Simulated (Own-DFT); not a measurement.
# Response to strain: beta-Si3N4, 112 atoms (N64Si48)

All numbers below are calculated, not measured. The program, named Own-DFT, is a retired in-house plane-wave density functional code that no person has reviewed. Each row is one single-point run on a periodic cell that was not relaxed, without spin or spin-orbit coupling.

Settings of every run: PBE; PseudoDojo norm-conserving scalar-relativistic files; cutoff 42 hartree; 2 x 2 x 4 k mesh centred on Gamma; Fermi-Dirac smearing of 0.1 eV.

Known limits: forces on such cells moved up to 12 meV/angstrom on a denser k mesh; stress not checked against mesh or cutoff.

Unstrained cell vectors in Å: (15.212, 0.000, 0.000); (-7.606, 13.174, 0.000); (0.000, 0.000, 5.818). The unstrained cell has measured lattice constants (interpolated for alloys), not those of this functional. That, the random moves and any unrelaxed bonds set the pressure at no strain. Each run strains this cell uniformly, with the atoms carried along. Every atom was also moved at random, by a Gaussian of width 0.05 Å on each axis. Strain is the symmetric tensor, in per cent. Stress is positive in tension, and the pressure is minus a third of its trace.

```
run,e_xx (%),e_yy (%),e_zz (%),e_yz (%),e_xz (%),e_xy (%),s_xx (GPa),s_yy (GPa),s_zz (GPa),s_yz (GPa),s_xz (GPa),s_xy (GPa),P (GPa),E (meV/atom)
1,0.87,-1.63,-1.98,-0.06,0.59,-1.00,-8.70,-15.78,-23.98,-3.25,3.25,-3.22,16.15,41.3
2,0.57,-1.75,1.51,-0.98,1.13,1.99,-8.71,-15.63,0.89,-1.77,4.72,6.97,7.82,50.0
3,1.52,1.55,1.58,0.13,-0.16,-0.06,3.63,4.61,0.92,0.61,-0.88,-2.25,-3.05,10.5
4,-0.18,1.44,-1.03,-0.90,1.88,-1.78,-7.85,-1.14,-16.16,-3.79,6.46,-6.75,8.38,27.1
5,0.21,-1.91,1.71,-0.66,-0.22,0.52,-9.92,-13.86,0.19,-2.30,-0.36,2.11,7.86,17.7
6,1.67,-1.47,-0.92,-0.12,1.54,1.34,-2.96,-16.64,-13.70,1.08,6.15,6.58,11.10,51.3
7,1.06,0.39,-0.58,-1.78,1.52,1.47,-2.56,-4.65,-11.96,-4.81,6.33,6.54,6.39,19.2
8,-1.95,-0.94,-0.95,0.96,-0.51,1.49,-18.16,-17.81,-20.36,4.10,-0.24,5.98,18.78,52.8
9,0.23,-1.18,1.29,1.10,-0.80,0.97,-6.04,-10.84,-3.83,4.42,-2.91,4.58,6.90,16.2
10,-1.01,-1.12,-0.67,1.51,-1.48,0.54,-15.09,-16.03,-15.44,4.35,-5.20,3.90,15.52,27.4
11,-1.26,1.02,-1.36,0.06,0.61,1.21,-14.53,-5.17,-19.33,1.13,2.68,4.25,13.01,44.1
12,1.13,1.04,0.49,-0.09,-1.73,0.70,-0.23,-0.14,-5.48,0.64,-6.99,3.21,1.95,12.5
13,-0.02,1.54,1.31,0.57,1.00,1.16,-4.53,1.83,0.29,1.99,1.99,4.65,0.80,0.0
14,1.62,1.74,0.92,0.67,-0.61,-0.22,3.46,3.43,-1.64,2.09,-1.67,-1.24,-1.75,1.4
15,-0.09,-0.45,-1.57,-0.05,-0.56,1.44,-11.85,-11.19,-22.54,2.19,-2.26,6.07,15.19,68.8
16,1.83,-1.50,-1.35,1.54,1.10,1.68,-1.34,-14.12,-20.52,3.96,4.67,7.68,11.99,47.0
17,-0.25,1.72,0.12,-0.41,1.02,-1.03,-5.87,2.13,-9.82,-1.29,4.90,-1.36,4.52,13.1
18,1.57,-0.76,-0.99,1.16,1.66,1.64,?,?,?,?,?,?,?,?
```

E is the free energy for each atom above the lowest run shown.

## Worked fit

Each stress component was fitted by least squares to a constant and the strains of the runs shown, as fractions, with shears doubled. Shear strains stay in the fit of a normal stress only where such slopes are resolved. The slopes, in GPa:

| stress | at no strain | per e_xx | per e_yy | per e_zz | scatter |
|---|---|---|---|---|---|
| s_xx | -8.0 | 487 ± 26 | 167 ± 20 | 80 ± 23 | 1.12 |
| s_yy | -7.6 | 128 ± 29 | 526 ± 22 | 115 ± 25 | 1.24 |
| s_zz | -10.4 | 94 ± 32 | 53 ± 25 | 673 ± 28 | 1.37 |

Each shear stress against twice its own strain: yz 135 ± 15, xz 184 ± 12, xy 185 ± 15 GPa. These are stiffnesses along x, y and z of the frame in which the cell vectors are given, which need not be the crystal's axes. The atoms are held to the strained lattice; where symmetry lets them move under strain, relaxing them would lower some slopes. The table should be nearly symmetric about its diagonal, and what it lacks of that shows the noise. A ninth of its sum, 258 ± 6 GPa, estimates the bulk modulus near the mean pressure of these runs, 8.3 GPa, so it lies above the value at zero pressure.

## Withheld run

Question: what normal stresses and pressure should run 18 give?

The fit gives s_xx = -2.4, s_yy = -10.7, s_zz = -16.0 and P = 9.7 GPa. The calculation gave 0.14, -12.79, -16.64 and P = 9.76 GPa.
